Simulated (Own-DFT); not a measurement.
# Computed records: GaP (zincblende, strongly disordered by large displacements)

A calculation, not a measurement: plane-wave PBE density functional theory by an unreviewed code, no spin, of a simulated periodic cell, stress positive in tension, free energy of the whole cell less one offset for each atom, forces on such cells passed a denser k mesh, this cell's mesh not checked; broken bonds can close the gap or carry spin, so checks made on this kind of crystal may not hold here; offsets are fitted by least squares, one for each functional and potential file, so energies compare only between cells with the same atoms and settings and are not formation energies; the far tail of each file's local potential was reset to the Coulomb form; each entry is a single point on an unrelaxed cell, so the pressure reflects the starting lattice, mostly measured values (interpolated for alloys), from which strain is counted, and rises with the displacements; printed positions are rounded, which can move forces by about a meV/angstrom; the program, named Own-DFT, is a retired in-house code; no spin-orbit coupling. Program: Own-DFT development build.

```xyz
64
Lattice="10.9010 0.0000 0.0000 0.0000 10.9010 0.0000 0.0000 0.0000 10.9010" Properties=species:S:1:pos:R:3:force_x:R:1:force_y:R:1:force_z:R:1 formula=GaP functional=PBE potential_files=PseudoDojo_norm-conserving,scalar-relativistic,standard_set wave_cutoff=42 occupations=Fermi-Dirac smearing_width=0.1 hardware=one_NVIDIA_H100 k_mesh=3_x_3_x_3_centred_on_Gamma free_energy_of_cell_above_offsets=-1.596 pressure=10.21 stress_xx=-8.94 stress_yy=-11.67 stress_zz=-10.03 stress_yz=0.52 stress_xz=0.57 stress_xy=2.32 wall_time=546
Ga    10.8471    10.7912    10.6326     -2.361       1.56      3.788
Ga     0.3117     2.9726     2.7306     -3.274     -1.882     -1.227
Ga     2.4758     0.0629     2.6125      1.954     -0.818      0.729
Ga     2.1657     2.8241    10.7876      4.725     -2.534      2.574
P      1.2265     1.3586     1.2749     -0.955     -0.183      0.154
P      1.4622     4.1290     4.0961     -0.381      0.842       2.76
P      4.0993     1.3097     4.1322     -2.992      2.678     -2.926
P      4.0291     3.9800     1.3958     -1.747      0.708     -0.069
Ga     0.0163    10.6485     5.4615     -2.274      1.157     -0.039
Ga     0.0441     2.8063     8.1590      2.369     -3.751      1.448
Ga     2.9282     0.0954     8.2489     -4.065      2.774      1.392
Ga     2.7628     2.7388     5.5063      0.009      0.132     -0.124
P      1.3711     1.2119     6.6189      0.141      1.143      1.793
P      1.1610     4.1863     9.6618       0.94          1     -5.284
P      4.1496     1.2444     9.6899      -2.27     -0.391      3.207
P      3.7174     4.1608     7.1000      2.705     -2.067     -2.215
Ga     0.4296     5.5066     0.1332     -6.065     -1.092     -0.001
Ga     0.1844     8.3549     2.7372     -1.342     -0.335      1.448
Ga     2.1024     5.7670     2.7944      3.897     -0.816      1.263
Ga     2.5530     8.3092     0.0453      1.133      0.824     -1.536
P      1.1658     6.9738     1.3082      1.624      3.613        0.5
P      1.4603     9.3724     4.3252      0.791      0.831     -2.042
P      4.4596     7.0591     4.4667     -3.039      0.065     -2.913
P      4.3414     9.5929     0.8758     -3.953     -3.241      5.035
Ga    10.4744     5.4988     5.4603      1.024     -0.896     -0.243
Ga     0.1182     7.7595     8.3827     -2.314      2.432      1.061
Ga     2.7119     5.6995     8.1899     -4.111     -1.796     -1.364
Ga     3.0374     8.3317     5.5043     -1.327     -0.297      1.815
P      1.1266     6.7011     6.7652      2.108       0.35     -0.921
P      1.2879     9.8339     9.4308      2.372     -4.407       -1.8
P      3.9583     6.7648     9.4036      1.392      2.136      4.131
P      4.0390     9.7104     7.1645      0.066     -0.013     -5.588
Ga     5.6807    10.8073    10.8287       0.18      3.101     -1.224
Ga     5.4317     2.6856     2.7467     -0.201     -0.076      -0.05
Ga     8.1277    10.7652     2.6067     -3.755       2.42      2.391
Ga     8.1616     2.5111     0.3408      2.617      2.264     -1.856
P      6.6691     1.3144     1.3010      -0.02     -0.772      2.267
P      6.9760     3.8979     3.9738     -1.028      1.789      0.842
P      9.3839     1.2693     3.9794      1.977      0.942      1.014
P      9.6141     4.2156     1.4364     -0.041     -0.066      0.379
Ga     5.0649     0.0065     5.3694      1.985     -1.873      3.004
Ga     4.9365     2.4507     8.2452        3.4      3.261     -2.897
Ga     7.9629    10.6995     8.2447      1.853      1.737     -1.352
Ga     8.0635     2.5101     5.5548      0.997     -0.235      0.186
P      6.5724     1.1647     6.8115     -0.459      1.164      0.998
P      7.1225     3.9359     9.6394     -4.417     -1.669      2.343
P      9.6628     1.4640     9.6393     -2.063     -0.218     -0.991
P      9.6708     4.0595     7.1756     -0.429      0.303     -6.776
Ga     5.1085     5.6135     0.2343      0.869     -1.116     -1.149
Ga     5.5839     8.1583     2.8991      1.027      2.006     -1.662
Ga     7.7794     5.6460     2.5650      4.227     -3.081      3.343
Ga     8.0119     8.0681     0.0081      1.948      3.753      2.013
P      6.9013     6.7669     1.1194     -5.287      0.331      0.939
P      6.8323     9.9084     4.5122      0.625     -1.945     -3.037
P      9.5101     6.9967     3.9832     -1.372     -0.612     -0.231
P      9.7145     9.7995     1.7634      2.122     -2.053     -4.129
Ga     5.5658     5.5495     5.3865     -0.111     -6.761     -0.474
Ga     5.0217     8.2615     8.1554      4.343     -2.871      1.937
Ga     8.2671     4.9566     8.2941      -1.67       4.75      1.327
Ga     8.1729     8.2499     5.5275     -2.271     -2.207     -2.191
P      6.3410     7.0572     6.5212      3.084      2.491      3.465
P      7.0115     9.5274     9.8107     -1.493     -0.523     -2.998
P      9.1960     6.8555     9.8276      5.063     -3.662     -3.909
P      9.3023     9.4616     6.7301      3.521      1.703       3.67
```

Units: wave_cutoff in hartree; smearing_width, free_energy_of_cell_above_offsets in eV; pressure, stress_xx, stress_yy, stress_zz, stress_yz, stress_xz, stress_xy in GPa; wall_time in s; force_x, force_y, force_z in eV/Å.
